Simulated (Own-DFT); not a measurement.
# How strain changes the stress of 6H (3C twinned every three layers) SiC, 48 atoms (C24Si24)

All numbers below are calculated, not measured. They come from Own-DFT, an in-house plane-wave density functional program, since retired, whose code no person has reviewed. Each row is one single-point run on a periodic cell that was not relaxed, without spin or spin-orbit coupling.

Settings of every run: PBE; PseudoDojo norm-conserving scalar-relativistic files; cutoff 42 hartree; 5 x 5 x 2 k mesh centred on Gamma; Fermi-Dirac smearing of 0.1 eV.

Known limits: forces on such cells passed a denser k mesh, each cell not checked; stress not checked against mesh or cutoff.

Unstrained cell vectors in Å: (4.360, -4.360, 0.000); (0.000, 4.360, -4.360); (8.719, 8.719, 8.719). The unstrained cell has measured lattice constants (interpolated for alloys), not those of this functional. That, the random moves and any unrelaxed bonds set the pressure at no strain. Each run strains this cell uniformly, with the atoms carried along. Every atom was also moved at random, by a Gaussian of width 0.05 Å on each axis. Strain is the symmetric tensor, in per cent. Stress is positive in tension, and the pressure is minus a third of its trace.

```
run  e_xx (%)  e_yy (%)  e_zz (%)  e_yz (%)  e_xz (%)  e_xy (%)  s_xx (GPa)  s_yy (GPa)  s_zz (GPa)  s_yz (GPa)  s_xz (GPa)  s_xy (GPa)  P (GPa)  E (meV/atom)
  1     -1.48     -0.66     -0.99     -0.19      0.09     -1.65      -14.45       -9.34      -17.20       -1.89        0.44      -11.44    13.66          44.8
  2      1.39     -0.10     -0.19     -1.40      1.62     -0.14        0.16       -5.30       -4.95       -5.47        5.63       -0.68     3.37          17.3
  3     -0.44      1.83     -1.60     -0.47     -0.12     -1.10       -6.93       -0.09      -10.87       -3.56       -1.46       -5.75     5.96          30.4
  4      1.05     -0.25     -0.55     -0.22      0.72     -0.07       -2.82       -5.65       -6.63       -1.11        3.77        0.96     5.03          13.4
  5     -1.24     -1.88     -1.46     -1.21     -1.47     -1.60      -15.66      -18.43      -18.79       -8.36       -9.29      -10.31    17.63          76.1
  6      1.41      0.15      1.84     -0.85      1.37      0.31        0.84       -2.52        5.20       -3.61        6.16        4.23    -1.18          31.1
  7     -0.58      0.34      0.34     -1.49      1.54     -1.48       -8.14       -3.53       -5.53       -6.60        6.70       -7.52     5.74          27.6
  8     -1.13      0.47     -0.35     -0.84      0.42      0.50       -9.63       -4.81       -6.87       -2.92        3.30        2.76     7.11           2.8
  9     -0.76      0.34      1.45      0.52     -1.52      0.00       -4.79       -6.14        1.33        2.46       -7.47        0.31     3.20          13.1
 10     -1.97      0.82      1.46     -1.25     -0.20     -0.46      -14.13       -3.19        1.27       -6.52       -1.27       -1.10     5.35          34.4
 11      0.83      1.50     -0.72     -0.28     -0.39     -1.76       -1.93        2.33       -5.47       -2.42       -1.85       -7.90     1.69          12.2
 12      0.72     -1.31      1.15      0.82      1.20      0.05       -0.85      -13.34       -0.58        5.36        4.77        1.08     4.92          33.3
 13      0.88     -1.48     -1.31      1.23      0.02     -1.55       -0.85      -13.40      -14.39        5.02       -1.41       -6.35     9.54           0.0
 14      0.23      1.22     -0.60      0.48     -0.29      1.86       -4.65       -0.13       -7.60        3.22       -0.24        9.14     4.13          22.2
 15     -1.27      0.53      0.88      1.43      1.20      1.75       -8.16       -4.35       -1.53        7.12        5.87        9.18     4.68           0.1
 16     -1.19      1.62      1.77     -1.35     -0.74      1.67           ?           ?           ?           ?           ?           ?        ?             ?
```

E is the free energy for each atom above the lowest run shown.

## Worked fit

Each stress component was fitted by least squares to a constant and the strains of the runs shown, as fractions, with shears doubled. Shear strains stay in the fit of a normal stress only where such slopes are resolved. The slopes, in GPa:

```
stress,at no strain,per e_xx,per e_yy,per e_zz,scatter
s_xx,-5.4,451 ± 42,63 ± 45,96 ± 42,1.79
s_yy,-6.2,98 ± 30,502 ± 32,40 ± 30,1.29
s_zz,-5.9,148 ± 29,198 ± 31,532 ± 29,1.24
```

Each shear stress against twice its own strain: yz 236 ± 12, xz 240 ± 16, xy 246 ± 17 GPa. These are stiffnesses along x, y and z of the frame in which the cell vectors are given, which need not be the crystal's axes. The atoms are held to the strained lattice; where symmetry lets them move under strain, relaxing them would lower some slopes. The table should be nearly symmetric about its diagonal, and what it lacks of that shows the noise. A ninth of its sum, 237 ± 9 GPa, estimates the bulk modulus near the mean pressure of these runs, 6.1 GPa, so it lies above the value at zero pressure.

## Withheld run

Question: what normal stresses and pressure should run 16 give?

The fit gives s_xx = -8.1, s_yy = 1.5, s_zz = 5.0 and P = 0.5 GPa. The calculation gave -8.11, 1.55, 4.49 and P = 0.69 GPa.
